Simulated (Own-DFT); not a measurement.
# Point defects and the pressure they add: hexagonal WC

Everything here is calculated. The program is Own-DFT (plane waves, in-house, since retired, never reviewed by a person); positions were held fixed, and spin and spin-orbit coupling were off.

Common settings: PBE; PseudoDojo norm-conserving scalar-relativistic files; cutoff 50 hartree; 4 x 4 x 4 k mesh centred on Gamma; cold (Marzari-Vanderbilt) smearing of 0.2 eV.

Caveats: forces on such cells moved up to 12 meV/angstrom on a denser k mesh; stress not checked against mesh or cutoff.

All runs share one cell, with vectors in Å (5.833, -5.052, -2.839); (0.000, -5.052, 8.518); (-5.833, -5.052, -2.839) and a volume of 669.4 Å³. u is the rms random offset of the atoms per axis. The defect's site can differ from row to row.

| cell | formula | u (Å) | P (GPa) |
|---|---|---|---|
| no defect | C32W32 | 0.0200 | 3.32 |
| no defect | C32W32 | 0.0207 | 3.33 |
| no defect | C32W32 | 0.0539 | 6.92 |
| one W vacancy | C32W31 | 0.0297 | 2.01 |
| one W vacancy | C32W31 | 0.0298 | 2.21 |
| one W vacancy | C32W31 | 0.0479 | 3.84 |
| one C on a W site | C33W31 | 0.0277 | 2.37 |
| one C on a W site | C33W31 | 0.0289 | 2.66 |
| one C on a W site | C33W31 | 0.0518 | ? |
| one C on a W site | C33W31 | 0.0533 | 5.33 |
| one C vacancy | C31W32 | 0.0289 | 3.31 |
| one C vacancy | C31W32 | 0.0297 | 3.45 |
| one C vacancy | C31W32 | 0.0528 | 6.06 |

## Working it out

P = P0 + c u² + a shift for each defect gives P0 = 2.80 GPa, c = 1390 ± 34 GPa/Å² and a scatter of 0.11 GPa. The shifts, and each times the cell's volume:

- one C vacancy: -0.61 ± 0.09 GPa, -2.5 eV
- one C on a W site: -1.40 ± 0.09 GPa, -5.9 eV
- one W vacancy: -2.00 ± 0.09 GPa, -8.3 eV

Positive is outwards. The product with the volume (160.2 GPa Å³ to the eV) is nearly free of the cell's size; divided by the bulk modulus at the cell's pressure it gives the volume that the defect adds. The atoms around the defects weren't relaxed, which would change these numbers.

## Prediction

Question: what pressure belongs in the blank (one C on a W site, u = 0.0518 Å)?

The fitted form gives 5.13 ± 0.14 GPa. The run itself gave 5.84 GPa. That is outside the usual scatter, by luck or through something left out of the fit.
